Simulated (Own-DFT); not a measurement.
# How strain changes the stress of wurtzite AlN, 72 atoms (Al36N36)

Calculated results; nothing here was measured. The program, named Own-DFT, is a retired in-house plane-wave density functional code that no person has reviewed. Each row is one single-point run on a periodic cell that was not relaxed, without spin or spin-orbit coupling.

Settings of every run: PBE; PseudoDojo norm-conserving scalar-relativistic files; cutoff 42 hartree; 3 x 3 x 2 k mesh centred on Gamma; Fermi-Dirac smearing of 0.1 eV.

Known limits: forces on such cells moved up to 12 meV/angstrom on a denser k mesh; stress not checked against mesh or cutoff.

Unstrained cell vectors in Å: (9.336, 0.000, 0.000); (-4.668, 8.085, 0.000); (0.000, 0.000, 9.964). The unstrained cell has measured lattice constants (interpolated for alloys), not those of this functional. That, the random moves and any unrelaxed bonds set the pressure at no strain. Each run strains this cell uniformly, with the atoms carried along. Every atom was also moved at random, by a Gaussian of width 0.05 Å on each axis. Strain is the symmetric tensor, in per cent. Stress is positive in tension, and the pressure is minus a third of its trace.

```
run,e_xx (%),e_yy (%),e_zz (%),s_xx (GPa),s_yy (GPa),s_zz (GPa),P (GPa),E (meV/atom)
1,2.75,2.75,0.00,7.59,7.65,-1.03,-4.74,14.4
2,3.00,3.00,0.00,9.60,9.79,-2.14,-5.75,9.6
3,-0.75,-0.75,0.00,-11.74,-10.62,-5.61,9.32,19.9
4,-2.75,-2.75,0.00,-22.60,-27.47,-9.47,19.85,68.6
5,1.50,1.50,0.00,3.33,2.17,-4.38,-0.37,0.0
6,-1.75,-1.75,0.00,-18.41,-16.24,-6.68,13.78,26.1
7,-2.25,-2.25,0.00,-20.70,-21.89,-7.68,16.76,51.3
8,2.25,2.25,0.00,6.53,5.92,-3.10,-3.12,4.3
9,0.75,0.75,0.00,?,?,?,?,?
```

E is the free energy for each atom above the lowest run shown.

## Worked fit

The change of volume is close to e_xx + e_yy + e_zz. A straight line through the runs shown gives P = 6.91 - 217 x (fractional change of volume) GPa, with an error of 6 on the slope and a scatter of 0.77 GPa. The strain isn't the same on all axes and the cell isn't cubic, so the slope belongs to this path and is not the bulk modulus.

## Withheld run

Question: what pressure should run 9 give? Its volume changes by 1.51 %.

The line gives 3.6 GPa. The calculation gave 2.40 GPa.
